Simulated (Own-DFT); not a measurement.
GaN (wurtzite, strained, atoms displaced) (calculated)

Computed with Own-DFT development build. A calculation, not a measurement: plane-wave PBE density functional theory by an unreviewed code, no spin, of a simulated periodic cell, stress positive in tension, free energy of the whole cell less one offset for each atom, forces on such cells passed a denser k mesh, this cell's mesh not checked; offsets are fitted by least squares, one for each functional and potential file, so energies compare only between cells with the same atoms and settings and are not formation energies; the far tail of each file's local potential was reset to the Coulomb form; each entry is a single point on an unrelaxed cell, so the pressure reflects the starting lattice, mostly measured values (interpolated for alloys), from which strain is counted, and rises with the displacements; printed positions are rounded, which can move forces by about a meV/angstrom; the program, named Own-DFT, is a retired in-house code; no spin-orbit coupling.

Settings shared by all entries: functional PBE; potential files PseudoDojo norm-conserving, scalar-relativistic, standard set with the stringent files for Ga; wave cutoff 96 hartree; occupations Gaussian; smearing width 0.01 eV; k mesh 3 x 4 x 3 centred on Gamma.

(1) 
```xyz
96
Lattice="12.7560 0.0000 0.0000 -4.7835 8.2853 0.0000 0.0000 0.0000 10.6033" Properties=species:S:1:pos:R:3:force_x:R:1:force_y:R:1:force_z:R:1 formula=GaN free_energy_of_cell_above_offsets=-5.256 pressure=2.89 stress_xx=-6.13 stress_yy=-3.9 stress_zz=1.38 stress_yz=-0.04 stress_xz=-0.14 stress_xy=-0.72
Ga    -0.0323     1.8468     0.0375      0.714     -1.483      0.171
Ga     1.5754     0.9223     2.6141     -0.295     -0.718      1.345
N      0.0285     1.8268     2.0714     -0.854      0.999     -1.312
N      1.5137     0.9116     4.7347      1.888     -0.726     -1.087
Ga     0.0137     1.8400     5.3215     -1.044      0.589      0.201
Ga     1.6226     0.8973     7.8384     -1.518     -0.041      1.346
N     -0.0162     1.9201     7.3130     -0.378     -2.231     -0.286
N      1.5906     0.9199     9.8968      0.142      0.121      0.022
Ga    -1.6086     4.6348    10.5129      0.589     -0.383      1.626
Ga     0.1219     3.7894     2.5851     -4.431     -2.653      2.589
N     -1.5596     4.6401     2.0293     -0.245     -1.013     -1.215
N     -0.0373     3.6582     4.7057      0.538      0.599     -1.075
Ga    -1.6293     4.5973     5.3513      0.523     -0.242     -1.257
Ga    -0.0089     3.6540     7.9610      0.069      1.007     -0.059
N     -1.6207     4.6650     7.2448     -0.371     -1.515      1.774
N      0.0009     3.5731     9.9553     -0.765      1.995     -0.453
Ga    -3.2568     7.3721    10.5336      0.564      0.449      0.812
Ga    -1.6315     6.4497     2.6102     -0.297      0.015      0.609
N     -3.2181     7.4041     1.9443      0.063     -0.591      0.016
N     -1.6120     6.3969     4.6180      0.742      1.087      0.039
Ga    -3.1695     7.2915     5.3260     -0.003       0.81     -0.504
Ga    -1.6367     6.4002     7.9811      0.573      0.884     -0.051
N     -3.2115     7.2983     7.2512      0.489      0.522      0.889
N     -1.5374     6.4923     9.9962     -1.647     -0.751     -1.257
Ga     3.2752     1.8274     0.0103     -2.893      0.922      0.195
Ga     4.6708     0.8918     2.6277      2.291     -0.155      0.688
N      3.1543     1.7510     2.0361     -0.112       1.94     -1.109
N      4.8291     0.9875     4.6281     -1.034     -0.994      0.005
Ga     3.1620     1.8219     5.3167     -0.115      0.566     -0.863
Ga     4.7265     0.8749     7.9336      0.707      0.567       0.38
N      3.1244     1.8848     7.2787      1.448     -1.759     -0.562
N      4.7580     1.0170     9.9501      0.829     -2.125     -0.919
Ga     1.5252     4.5634     0.0122      0.862      0.541     -0.671
Ga     3.1242     3.7263     2.5981      0.579     -1.416      1.146
N      1.5564     4.5583     1.9852      2.331      2.075     -1.416
N      3.1736     3.7268     4.5924      -0.22     -1.267     -0.117
Ga     1.5992     4.5211     5.3477      -0.82       0.29     -0.561
Ga     3.2743     3.6218     7.9058      -1.96       1.19      1.271
N      1.5951     4.5039     7.2419      0.203      1.057      1.443
N      3.1418     3.6913     9.9102      0.611     -0.424      0.474
Ga    -0.0796     7.3926     0.0850      2.228       0.28     -0.744
Ga     1.5191     6.3927     2.7776      1.628      0.737     -1.811
N      0.0253     7.3039     1.9970     -0.678       0.78      0.443
N      1.6178     6.3602     4.6322     -0.276      0.984      1.493
Ga     0.0337     7.4084     5.3119     -0.358     -0.947     -0.347
Ga     1.5525     6.4548     7.9100      0.236     -2.004       1.21
N      0.0158     7.3230     7.3270     -1.418      0.707     -0.724
N      1.6353     6.4238     9.9623     -2.354     -0.392     -0.655
Ga     6.3359     1.7850     0.0504       1.22      0.838     -1.468
Ga     7.9823     0.8967     2.7180     -1.079     -0.494     -0.565
N      6.3637     1.7933     1.8998     -0.445      0.479      2.318
N      8.0522     0.9038     4.6498     -1.622     -0.065      0.677
Ga     6.3413     1.8578     5.3687      1.349      0.334     -0.726
Ga     8.0583     0.9278     7.9481     -1.446     -1.142      0.927
N      6.4415     1.7456     7.3062     -1.023      0.865      0.243
N      7.9501     0.9299     9.9738      0.684      0.176     -0.849
Ga     4.7581     4.5658     0.0468     -0.304      0.636     -0.467
Ga     6.4224     3.6926     2.5625     -0.851      -0.11       1.13
N      4.6274     4.6740     2.0264      2.082     -1.267     -0.899
N      6.3812     3.7192     4.7031     -0.816     -0.573     -0.996
Ga     4.7001     4.6296     5.2824       1.07     -0.418     -0.503
Ga     6.3803     3.6755     7.9111     -0.545      -0.57      0.378
N      4.7504     4.4827     7.2006      1.132       1.57      0.894
N      6.4003     3.7222     9.9349     -1.138     -0.979     -0.213
Ga     3.1458     7.3326    10.4912      0.796      0.939      1.992
Ga     4.7198     6.4764     2.6308      0.549     -0.144      0.622
N      3.2257     7.3792     2.0126     -1.989     -0.097     -0.615
N      4.7553     6.4499     4.6430       0.77     -0.152     -0.338
Ga     3.2527     7.3398     5.3276     -1.362      0.302     -0.235
Ga     4.7401     6.4516     7.9864       0.78     -0.827     -0.578
N      3.1049     7.2669     7.2923      1.852      1.461      -0.24
N      4.7467     6.4394     9.9472      0.795     -0.292     -0.308
Ga     9.6331     1.8779     0.0041     -2.037     -0.644      1.137
Ga    11.1532     0.9679     2.6444     -0.202     -0.922      0.416
N      9.4794     1.7986     2.0571      1.767      0.833     -1.297
N     11.1624     1.0006     4.6276     -0.433     -0.974      0.295
Ga     9.5343     1.8452     5.3583      0.847      0.778     -1.413
Ga    11.1174     0.9004     7.9195       1.51     -0.347      0.386
N      9.5703     1.8394     7.2751      0.091      0.291      0.494
N     11.1019     0.9062    10.0005      1.069      0.083     -1.027
Ga     7.9287     4.5817    10.5628      0.855      0.881      1.568
Ga     9.6057     3.6252     2.7103      0.139      0.741       -0.5
N      8.0401     4.6394     2.1104     -0.451     -0.514     -1.697
N      9.5735     3.7049     4.6154     -0.804     -0.239      1.564
Ga     7.8939     4.6531     5.3304      1.194     -0.066     -0.916
Ga     9.4542     3.6662     7.9583      1.493      0.408     -0.045
N      7.9363     4.6335     7.2843      0.183     -0.901      0.052
N      9.5661     3.6846     9.9799     -0.274      0.368     -1.005
Ga     6.3524     7.3918     0.0356     -0.223     -1.024     -0.002
Ga     7.9881     6.4714     2.7573      0.093     -0.177     -1.581
N      6.3672     7.2061     1.9806      0.353      1.886       0.18
N      7.9992     6.4993     4.6241     -0.907     -0.453      1.172
Ga     6.3318     7.3964     5.2591      0.796       0.22      0.047
Ga     8.0142     6.3740     8.0215     -0.672      1.248     -1.534
N      6.4653     7.3046     7.2304     -1.491      0.573       0.78
N      7.9466     6.4545     9.8693     -0.117     -0.401      1.616
```

Units: free_energy_of_cell_above_offsets in eV; pressure, stress_xx, stress_yy, stress_zz, stress_yz, stress_xz, stress_xy in GPa; force_x, force_y, force_z in eV/Å.

(2) 
```xyz
96
Lattice="12.7560 0.0000 0.0000 -4.7835 8.2853 0.0000 0.0000 0.0000 10.6033" Properties=species:S:1:pos:R:3:force_x:R:1:force_y:R:1:force_z:R:1 formula=GaN free_energy_of_cell_above_offsets=-4.644 pressure=3.1 stress_xx=-6.85 stress_yy=-4.49 stress_zz=2.05 stress_yz=0.4 stress_xz=-0.62 stress_xy=0.41
Ga     0.0535     1.8157     0.0524     -0.602      0.983      -1.05
Ga     1.5670     0.9271     2.7321      2.194      -1.01     -0.506
N      0.1217     1.7788     1.9544     -1.809      0.814      0.946
N      1.6835     0.9506     4.6673     -0.979      0.409      0.111
Ga    -0.0043     1.9179     5.2445       0.51     -0.916      0.895
Ga     1.5781     0.8743     8.0305     -0.052      1.024     -0.942
N     -0.0261     1.8210     7.2956      0.243      0.091     -0.341
N      1.6053     0.8758     9.9615     -0.884      0.098     -0.121
Ga    -1.6045     4.6028    10.6031     -1.485     -0.411      1.007
Ga     0.0482     3.6104     2.6570      -0.61      1.424     -1.463
N     -1.6938     4.5461     2.0181       1.94      0.532     -0.113
N      0.0399     3.8030     4.5482     -0.853      -1.63       1.35
Ga    -1.6013     4.5563     5.2602     -0.252      0.762      0.474
Ga     0.0299     3.6326     7.9540     -1.232      0.488      0.727
N     -1.7115     4.5608     7.3431       3.34      1.174     -1.901
N     -0.0329     3.8499     9.9731      0.853     -2.693     -1.027
Ga    -3.2517     7.3068    10.5737       1.39      0.223      1.166
Ga    -1.5686     6.5027     2.6596     -0.376     -1.478     -0.311
N     -3.2340     7.2467     2.0273      2.191      2.514     -0.856
N     -1.6552     6.4680     4.6629      0.853     -1.248     -0.489
Ga    -3.1825     7.3419     5.2355     -1.017      1.308      1.524
Ga    -1.6748     6.4128     7.9376      1.446      0.448      0.833
N     -3.1544     7.4411     7.3443     -0.709     -1.566     -1.016
N     -1.6549     6.3736     9.9703      0.442      1.376     -0.602
Ga     3.0827     1.8370    10.5701      2.273      0.749      0.839
Ga     4.7602     0.9917     2.6978      1.094      -1.08     -0.436
N      3.2593     1.8453     1.9708     -1.717      0.275      0.187
N      4.8189     0.9033     4.6659     -0.698     -0.116     -0.028
Ga     3.2681     1.9539     5.3631     -0.196     -1.087     -1.095
Ga     4.7468     0.9936     7.9030      1.342     -1.524      1.799
N      3.2285     1.7809     7.2699     -1.992      1.123      0.279
N      4.7311     0.8600     9.9686      0.073      2.124      -0.94
Ga     1.5529     4.6544    10.5643      0.961      0.043      1.105
Ga     3.2305     3.7018     2.7453      0.271      0.192     -1.727
N      1.6227     4.5860     2.0195     -0.033     -0.217     -0.674
N      3.2409     3.7539     4.6424     -1.761     -0.772      0.813
Ga     1.5307     4.6315     5.3893      1.616      0.862     -2.146
Ga     3.1145     3.6223     7.8864       2.12      0.538      1.016
N      1.6049     4.5291     7.2525     -1.026      1.074       0.81
N      3.1751     3.7523     9.9080     -1.169     -1.284     -0.451
Ga    -0.0328     7.4158    10.5952     -0.237     -1.581      0.001
Ga     1.5520     6.4504     2.5758      1.293     -0.692      1.047
N      0.0284     7.2886     1.9619     -1.152      1.704     -0.061
N      1.5920     6.4589     4.5800       -0.3      0.033       1.07
Ga    -0.0984     7.3009     5.3493       1.77      0.988     -0.051
Ga     1.6160     6.4326     7.9477      0.368      0.619      0.339
N      0.0684     7.4225     7.3404     -1.214     -1.453     -0.628
N      1.6147     6.4831     9.9515      -0.99     -0.333     -0.689
Ga     6.4042     1.8484    10.5893     -1.418      0.373      0.005
Ga     7.9238     0.9148     2.5936      0.487     -0.208       0.29
N      6.3917     1.8508     1.9423      -0.57      -0.25      0.581
N      8.0338     0.8778     4.6139     -0.633      0.934     -0.268
Ga     6.4088     1.7637     5.3221      0.195      1.491     -0.145
Ga     7.9626     0.9567     7.9803     -0.522     -0.209      0.646
N      6.3627     1.7901     7.3314      0.439      1.438      -0.63
N      7.9496     0.9666     9.9618       0.08     -1.083     -0.342
Ga     4.7322     4.5829    10.5764       0.47      1.083      1.166
Ga     6.3197     3.6976     2.6427      1.941     -0.786      0.731
N      4.9169     4.6278     2.0167     -3.631      0.614     -1.195
N      6.3316     3.7354     4.5902      1.769     -1.529      0.905
Ga     4.7943     4.5825     5.2572      0.865      1.144      1.039
Ga     6.3793     3.7488     7.9651     -0.535     -0.789      0.071
N      4.7684     4.6308     7.2828     -0.504     -0.416     -0.029
N      6.2998     3.7298     9.9854      1.406     -0.587     -0.926
Ga     3.1319     7.3443     0.0244      1.119      0.928     -1.008
Ga     4.7095     6.4709     2.6556      1.657      -0.52     -0.555
N      3.2062     7.3426     1.8943     -0.919      0.503      1.598
N      4.8227     6.3899     4.5558     -0.603      1.488      1.477
Ga     3.2065     7.4207     5.3041      0.036     -1.902      0.204
Ga     4.8179     6.4736     7.9703     -0.442      -0.66      0.792
N      3.2622     7.4344     7.3686      -0.82     -0.988     -1.093
N      4.7980     6.5173    10.0568     -0.776     -1.006     -1.616
Ga     9.5178     1.8476    10.5484      0.959     -0.205      1.014
Ga    11.1698     0.9716     2.6472     -0.442     -1.338     -0.509
N      9.5282     1.8558     2.0196      0.666     -0.478     -0.384
N     11.1149     0.8439     4.7191       1.71      2.618     -1.792
Ga     9.6012     1.7696     5.2748     -1.268       1.46      0.985
Ga    11.0935     0.9095     7.9667      0.885     -0.374      0.491
N      9.5203     1.8624     7.4012      0.613     -0.437     -1.884
N     11.2228     0.9868     9.9805     -0.714     -0.865     -0.298
Ga     8.0163     4.6015     0.0310     -1.007     -0.755      0.656
Ga     9.5182     3.6831     2.6759     -0.695      0.123     -0.456
N      7.9108     4.5994     2.0298      0.997      0.216     -0.243
N      9.5494     3.6963     4.6406      1.165     -1.385      0.101
Ga     8.1201     4.6669     5.3025     -3.014     -0.751      0.172
Ga     9.5951     3.6855     7.8969     -2.679     -0.672      1.655
N      7.9272     4.6515     7.2509      1.052     -1.276      0.303
N      9.5139     3.6307     9.9193      0.687      0.924     -0.283
Ga     6.3628     7.3399     0.0385      0.931      0.656      -0.05
Ga     8.0069     6.5096     2.6407     -1.681     -2.409      1.554
N      6.4548     7.2864     1.9651      -1.52      1.986      0.746
N      7.9465     6.4508     4.7886      0.275      1.212     -1.707
Ga     6.3406     7.4419     5.3631      0.242     -3.362      0.088
Ga     8.0233     6.3710     7.9788     -0.289      1.464      0.122
N      6.3972     7.2945     7.3037      0.293      1.271      0.522
N      8.0164     6.3891     9.9900     -1.495      0.412     -1.176
```

Units: free_energy_of_cell_above_offsets in eV; pressure, stress_xx, stress_yy, stress_zz, stress_yz, stress_xz, stress_xy in GPa; force_x, force_y, force_z in eV/Å.
